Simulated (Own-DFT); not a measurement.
# Two functionals across a range of volumes: zincblende AlGaAs with randomly placed atoms, 64 atoms (Al24As32Ga8)

Calculated, not measured: single-point runs of Own-DFT, a retired in-house plane-wave DFT program that no person has reviewed, on unrelaxed cells, without spin or spin-orbit coupling.

Keep in mind: forces on such cells passed a denser k mesh, each cell not checked; stress not checked against mesh or cutoff.

Each geometry was run with PBE and with PBEsol, otherwise alike: PseudoDojo norm-conserving scalar-relativistic files made for PBE; cutoff 42 hartree; 3 x 3 x 3 k mesh centred on Gamma; Fermi-Dirac smearing of 0.1 eV. Unstrained cell vectors in Å: (11.318, 0.000, 0.000); (0.000, 11.318, 0.000); (0.000, 0.000, 11.318). Each has a uniform strain, of which the change of volume is shown, and random moves of rms u per axis. The random placing of the alloy's atoms differs from row to row.

| run | volume change (%) | u (Å) | P with PBE (GPa) | P with PBEsol (GPa) |
|---|---|---|---|---|
| 1 | -2.80 | 0.0448 | 5.69 | 3.42 |
| 2 | 0.95 | 0.0485 | 2.72 | 0.60 |
| 3 | 0.08 | 0.0468 | 3.17 | 1.01 |
| 4 | -4.14 | 0.0450 | 7.08 | 4.75 |
| 5 | -0.36 | 0.0526 | 3.71 | 1.53 |
| 6 | 2.55 | 0.0499 | 1.49 | -0.58 |
| 7 | -1.71 | 0.0535 | 4.66 | 2.43 |
| 8 | 0.56 | 0.0481 | 2.95 | 0.81 |
| 9 | 0.61 | 0.0465 | 2.92 | ? |

The question: by how much does PBEsol shrink this cell, and what belongs in the blank?

## Working it out

Write v for the change of volume as a fraction. Fitted to v and u², the PBE pressure has a slope of -82 ± 3 GPa in v, with the ions held to the strained lattice. The difference PBEsol less PBE is -2.16 + 3.9 v GPa (slope ± 0.1) and averages -2.19 GPa. Divided by the mean slope of the two, 80 GPa, that makes PBEsol's volume at a given pressure, near 3 GPa, about 2.7 % smaller, or 0.91 % in lengths. At one volume PBEsol's slope is the smaller by 4 GPa, but its pressure there is lower too. If stiffness rises by about 4 GPa for each GPa, PBEsol at equal pressure is stiffer by about 5 GPa. Files made for PBEsol would give a different shift.

For run 9 the line gives 0.78 GPa. Computed: 0.79 GPa.
